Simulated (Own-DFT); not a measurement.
## Calculated data, Si3N4 (beta silicon nitride, strained, atoms displaced)

Computed with Own-DFT development build. A calculation, not a measurement: plane-wave PBE density functional theory by an unreviewed code, no spin, of a simulated periodic cell, stress positive in tension, free energy of the whole cell less one offset for each atom, forces on such cells moved up to 12 meV/angstrom on a denser k mesh; offsets are fitted by least squares, one for each functional and potential file, so energies compare only between cells with the same atoms and settings and are not formation energies; the far tail of each file's local potential was reset to the Coulomb form; each entry is a single point on an unrelaxed cell, so the pressure reflects the starting lattice, mostly measured values (interpolated for alloys), from which strain is counted, and rises with the displacements; printed positions are rounded, which can move forces by about a meV/angstrom; the program, named Own-DFT, is a retired in-house code; no spin-orbit coupling; before rounding, a Quantum ESPRESSO 7.3.1 run of the same cell and cutoff gave forces within 1 meV/angstrom rms on each cell, which checks the program and not the settings.

## Si3N4 (beta silicon nitride, strained, atoms displaced)

```xyz
112
Lattice="15.3308 0.2228 0.1108 -7.4724 12.8527 -0.1299 0.0424 -0.0329 5.8786" Properties=species:S:1:pos:R:3 Si3N4
Si    -1.5536     5.0050     0.7895
Si     0.2450     2.5658     0.6626
Si     1.5513     5.4363     0.7122
Si     5.5576     1.5200     2.2299
Si     3.6152     3.8586     2.1487
Si     2.4496     1.1712     2.2368
N      2.4306     0.2154     0.7609
N      6.2289     2.0607     0.7334
N      2.8320     4.3338     0.7619
N      1.6147     6.3164     2.1861
N     -2.4366     4.5189     2.0874
N      1.0601     2.1655     2.2093
N      0.1106     4.3066     0.7012
N      3.8943     2.2603     2.2422
Si    -1.4776     4.9329     3.6874
Si     0.3761     2.6109     3.7657
Si     1.4582     5.3772     3.6238
Si     5.4793     1.5954     5.2037
Si     3.7187     3.8838     5.0685
Si     2.5123     1.1330     5.1320
N      2.4653     0.2250     3.6738
N      6.3748     2.0100     3.6507
N      2.8187     4.3195     3.6204
N      1.5055     6.3220     5.1284
N     -2.3459     4.5175     5.0430
N      1.1022     2.1463     5.0931
N      0.1934     4.3215     3.6696
N      3.8576     2.1749     5.1094
Si    -5.3356    11.3683     0.5736
Si    -3.4545     9.1042     0.6673
Si    -2.2287    11.8789     0.6112
Si     1.7548     7.9318     2.1434
Si     0.0211    10.3713     2.1047
Si    -1.4200     7.5324     2.1875
N     -1.3141     6.6166     0.6628
N      2.5507     8.4660     0.6815
N     -0.8417    10.7345     0.7051
N     -2.2711    12.6447     2.0466
N     -6.0257    10.9499     2.1613
N     -2.6528     8.5742     2.1948
N     -3.6247    10.6716     0.5824
N      0.1460     8.6428     2.2088
Si    -5.2773    11.4430     3.6505
Si    -3.4378     8.9231     3.5669
Si    -2.2750    11.7974     3.6316
Si     1.7587     7.9628     5.1495
Si    -0.0839    10.2757     5.0782
Si    -1.2462     7.5855     5.1595
N     -1.2592     6.6654     3.6172
N      2.5244     8.4349     3.6166
N     -0.8487    10.7852     3.6483
N     -2.3066    12.6917     5.0269
N     -6.0834    10.8801     5.0132
N     -2.6840     8.5106     5.1311
N     -3.6994    10.6813     3.6071
N      0.1601     8.6701     5.1724
Si     6.0351     5.0978     0.7782
Si     7.9279     2.7752     0.7872
Si     9.0681     5.4804     0.7479
Si    13.0965     1.6546     2.2459
Si    11.2740     3.9944     2.2399
Si    10.0835     1.2200     2.1499
N     10.1597     0.3556     0.8130
N     13.9116     2.2431     0.9223
N     10.4908     4.5197     0.8195
N      9.1587     6.4157     2.2161
N      5.3075     4.6394     2.2136
N      8.7454     2.2209     2.2049
N      7.7456     4.5657     0.7225
N     11.5246     2.2375     2.3411
Si     6.1202     5.0668     3.7195
Si     7.8852     2.7088     3.6630
Si     9.2291     5.4139     3.7348
Si    13.1679     1.7060     5.1673
Si    11.3849     3.9595     5.1915
Si    10.1164     1.2674     5.1652
N     10.0881     0.3045     3.7599
N     14.0603     2.1282     3.7666
N     10.5390     4.4057     3.7193
N      9.2259     6.3543     5.2177
N      5.4290     4.7001     5.0994
N      8.7951     2.2052     5.2266
N      7.7410     4.4908     3.6105
N     11.5672     2.2692     5.2625
Si     2.3148    11.4781     0.6966
Si     4.2515     9.1266     0.6801
Si     5.4678    11.9071     0.7384
Si     9.4173     8.0289     2.2996
Si     7.5757    10.3375     2.1989
Si     6.3856     7.6238     2.1451
N      6.3926     6.8029     0.7838
N     10.1310     8.5402     0.7776
N      6.7493    10.9893     0.7347
N      5.4670    12.8339     2.1352
N      1.5993    10.9315     2.1608
N      4.9359     8.5957     2.2320
N      3.9073    10.7752     0.6513
N      7.7578     8.6808     2.2565
Si     2.3864    11.5322     3.6031
Si     4.1877     9.2193     3.6342
Si     5.3867    11.8888     3.6486
Si     9.4146     8.0695     5.1848
Si     7.6700    10.3914     5.0816
Si     6.3862     7.7274     5.1114
N      6.3479     6.7632     3.6612
N     10.2234     8.5557     3.7360
N      6.8769    11.0069     3.5972
N      5.5279    12.8172     5.0841
N      1.5830    11.0779     5.1240
N      5.0899     8.6409     5.0521
N      3.9783    10.8045     3.6596
N      7.8166     8.7215     5.0080
```

- functional: PBE
- potential files: PseudoDojo norm-conserving, scalar-relativistic, standard set
- wave cutoff: 42 hartree
- occupations: Fermi-Dirac
- smearing width: 0.1 eV
- k mesh: 2 x 2 x 4 centred on Gamma

To be estimated
1. What stress yy does the calculation give for Si3N4 (beta silicon nitride, strained, atoms displaced)?
2. What stress xx does the calculation give for Si3N4 (beta silicon nitride, strained, atoms displaced)?
3. Si3N4 (beta silicon nitride, strained, atoms displaced): pressure?

## Answers
1. -15.42 GPa
2. -2.92 GPa
3. 7.62 GPa

Further results for Si3N4 (beta silicon nitride, strained, atoms displaced):

- free energy of cell above offsets: -7.675 eV
- stress zz: -4.52 GPa
- stress yz: -1.95 GPa
- stress xz: 2.65 GPa
- stress xy: 6.64 GPa

Force:
```tsv
element	x (eV/Å)	y (eV/Å)	z (eV/Å)
Si	1.59	-3.411	-3.558
Si	-0.986	1.909	3.161
Si	-3.068	-1.476	-0.313
Si	-3.092	0.316	-0.385
Si	1.94	2.306	1.672
Si	0.977	0.371	-1.084
N	-0.042	1.224	-1.193
N	2.72	0.702	0.884
N	1.446	0.166	-3.218
N	-0.6	-2.979	-0.228
N	-0.49	-0.18	3.511
N	0.426	-0.658	-0.463
N	-0.509	1.127	0.164
N	0.804	-4.328	-0.117
Si	0.299	-0.207	-2.407
Si	-3.816	1.105	-5.848
Si	1.051	1.154	0.931
Si	-0.645	-1.117	-2.203
Si	-0.374	1.276	0.687
Si	-0.194	-0.622	1.16
N	0.267	1.605	0.767
N	-1.7	-1.172	1.703
N	1.374	0.173	1.156
N	0.295	-2.331	-0.376
N	-1.277	-0.763	2.453
N	2.371	-2.171	3.642
N	-3.272	-0.455	0.013
N	1.544	0.861	0.202
Si	2.115	-1.151	3.124
Si	-2.13	-3.878	0.845
Si	-1.146	-5.292	-0.701
Si	-0.684	4.49	0.723
Si	-1.67	-2.687	2.274
Si	6.023	0.373	-1.225
N	-0.044	2.869	1.476
N	1.541	-0.399	0.303
N	-1.841	2.55	-1.135
N	0.77	3.112	3.368
N	-2.529	-0.931	-1.836
N	-1.675	0.466	-3.237
N	-1.041	5.956	0.112
N	-1.184	-1.391	-0.544
Si	1.242	-3.185	-3.127
Si	-2.892	2.924	3.927
Si	-1.125	-3.654	-2.641
Si	0.112	2.706	-1.673
Si	2.146	2.327	0.237
Si	1.338	0.318	-1.487
N	-0.281	-0.886	1.426
N	1.904	0.535	1.281
N	-0.41	1.154	-1.417
N	0.951	2.937	1.082
N	-1.131	0.222	1.096
N	0.601	-0.769	-1.624
N	1.41	0.931	0.077
N	-0.482	-3.618	-0.22
Si	2.843	0.934	-0.688
Si	-0.483	1.198	-1.014
Si	2.364	1.856	1.4
Si	1.259	0.868	2.47
Si	2.129	-0.952	-0.189
Si	2.732	1.23	4.758
N	-0.799	-2.225	-3.329
N	1.316	-0.509	-3.915
N	0.73	-1.03	-1.505
N	0.339	-3.039	1.607
N	-2.309	-1.156	0.642
N	-2.078	0.96	0.529
N	-3.766	-4.894	0.18
N	-1.693	1.592	-0.508
Si	2.683	2.099	-4.577
Si	2.907	1.954	1.102
Si	-2.994	2.175	-0.889
Si	0.845	-0.822	1.774
Si	0.387	1.304	0.781
Si	3.372	-1.742	1.127
N	-0.042	2.392	-2.128
N	-0.214	0.253	-0.466
N	0.84	-0.412	0.823
N	0.114	0.403	-1.927
N	-5.42	-3.185	4.015
N	-3.856	2.248	-1.293
N	0.758	-2.737	0.62
N	-0.96	0.177	-0.463
Si	2.355	-0.284	-0.676
Si	-2.041	-0.455	0.741
Si	-5.709	1.301	-2.257
Si	-0.752	2.76	-1.287
Si	1.796	2.583	-0.743
Si	-0.007	2.639	4.696
N	-0.759	-1.481	-4.785
N	2.56	1.162	0.794
N	5.577	-4.416	-0.753
N	-0.592	-0.933	1.736
N	0.441	2.049	0.358
N	0.742	0.345	-2.066
N	2.332	2.487	0.508
N	0.701	-0.255	-0.67
Si	-0.24	-3.141	1.496
Si	-1.333	-4.806	0.219
Si	0.2	0.053	-0.536
Si	0.037	-0.058	0.243
Si	-1.766	1.799	0.245
Si	3.835	-3.101	-0.286
N	0.108	-0.126	0.154
N	1.21	-0.593	-0.358
N	-0.455	-0.831	1.684
N	-0.405	0.075	1.044
N	-2.157	-0.597	-1.573
N	-4.11	2.718	1.02
N	0.528	4.355	-0.304
N	-0.025	-0.645	1.22
```
